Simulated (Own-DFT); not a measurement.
# Device materials side by side: how hard are they to compress?

Calculated, not measured: single-point runs of Own-DFT, a retired in-house plane-wave DFT program that no person has reviewed, on unrelaxed cells, without spin or spin-orbit coupling.

Limits (not all hold for every row): forces on such cells moved up to 12 meV/angstrom on a denser k mesh; forces not confirmed at this smearing and k mesh; k mesh not checked against a denser one; forces on such cells passed a denser k mesh, each cell not checked; stress not checked against mesh or cutoff.

All runs are PBE with PseudoDojo norm-conserving files; cutoff and k mesh are each material's own. Every cell starts from measured lattice constants and was given uniform random strains and small random moves of its atoms. Each triple is the change of volume in per cent, the rms move u in Å and the pressure in GPa.

- 4H SiC (C36Si36), 10.36 Å³/atom unstrained: (-1.93, 0.048, 9.81); (-1.91, 0.048, 9.46); (-0.56, 0.052, 7.13); (-0.44, 0.051, 7.12); (0.33, 0.049, 4.54); (2.68, 0.049, -0.57); (2.83, 0.051, -0.88)
- wurtzite AlN (Al36N36), 10.45 Å³/atom unstrained: (-2.45, 0.051, 11.12); (-0.94, 0.048, 7.48); (-0.61, 0.046, 6.85); (-0.49, 0.056, 7.15); (0.09, 0.053, 6.11); (0.28, 0.054, 5.54); (1.43, 0.051, 2.59)
- wurtzite GaN (Ga48N48), 11.42 Å³/atom unstrained: (-2.52, 0.049, 13.19); (0.49, 0.054, 7.45); (0.63, 0.050, 6.79); (0.75, 0.050, 6.02); (0.88, 0.050, 5.96); (2.21, 0.051, 3.82); (2.54, 0.050, 3.16)
- diamond silicon (Si64), 20.02 Å³/atom unstrained: withheld
- zincblende GaP (Ga32P32), 20.24 Å³/atom unstrained: (-2.11, 0.051, 5.48); (-0.10, 0.046, 3.61); (0.02, 0.055, 3.67); (0.62, 0.049, 2.95); (1.04, 0.052, 2.58); (1.15, 0.051, 2.34); (2.02, 0.055, 1.89)
- zincblende GaAs (As32Ga32), 22.58 Å³/atom unstrained: (-2.73, 0.052, 6.55); (0.78, 0.052, 3.61); (1.15, 0.051, 3.34); (1.96, 0.050, 2.61); (1.96, 0.052, 2.70); (2.65, 0.051, 2.48); (2.68, 0.052, 2.12)
- grey tin (Sn64), 34.15 Å³/atom unstrained: (-2.44, 0.053, 5.02); (-1.90, 0.053, 4.70); (-1.68, 0.051, 4.66); (-0.22, 0.050, 3.76); (1.35, 0.053, 3.16); (1.52, 0.049, 2.88); (2.01, 0.052, 2.71)

## Working it out

Fit a line to each set against the fractional change of volume; B is minus its slope, and u is nearly the same within a set. To take it to zero pressure, assume that B rises by 4 GPa for each GPa: B0 = B - 4 x (mean pressure). The bond length of an ideal tetrahedral crystal with the unstrained volume v is d = (√3/4)(8 v)^(1/3). Cohen's empirical rule reads B0 = (1971 - 220 L) d^(-3.5) GPa, with L = 0 for group IV crystals and SiC and 1 for III-V compounds.

```
material,L,d (Å),B (GPa),mean P (GPa),B0 (GPa),rule (GPa)
4H SiC (C36Si36),0,1.888,225 ± 8,5.2,204 ± 8,213
wurtzite AlN (Al36N36),1,1.893,211 ± 12,6.7,184 ± 12,188
wurtzite GaN (Ga48N48),1,1.950,199 ± 9,6.6,173 ± 9,169
diamond silicon (Si64),0,2.352,?,?,?,99
zincblende GaP (Ga32P32),1,2.360,90 ± 4,3.2,77 ± 4,87
zincblende GaAs (As32Ga32),1,2.448,80 ± 3,3.3,66 ± 3,76
grey tin (Sn64),0,2.810,52 ± 2,3.8,36 ± 2,53
```

A line through ln[B0/(1971 - 220 L)] against ln d has a slope of -4.3 ± 0.2 and a scatter of 6 %. Against the rule, B0 stands at 96 % for 4H SiC, 98 % for wurtzite AlN, 102 % for wurtzite GaN, 89 % for zincblende GaP, 87 % for zincblende GaAs, 69 % for grey tin. PBE tends to make silicon and heavier crystals too soft, and the rule itself is only a guide.

## Check

Asked: what B0 does the fitted trend give for diamond silicon (Si64)?

Estimate: 84 GPa. Its own runs give B = 91 ± 3 GPa at a mean pressure of 2.0 GPa, so B0 = 83 GPa.
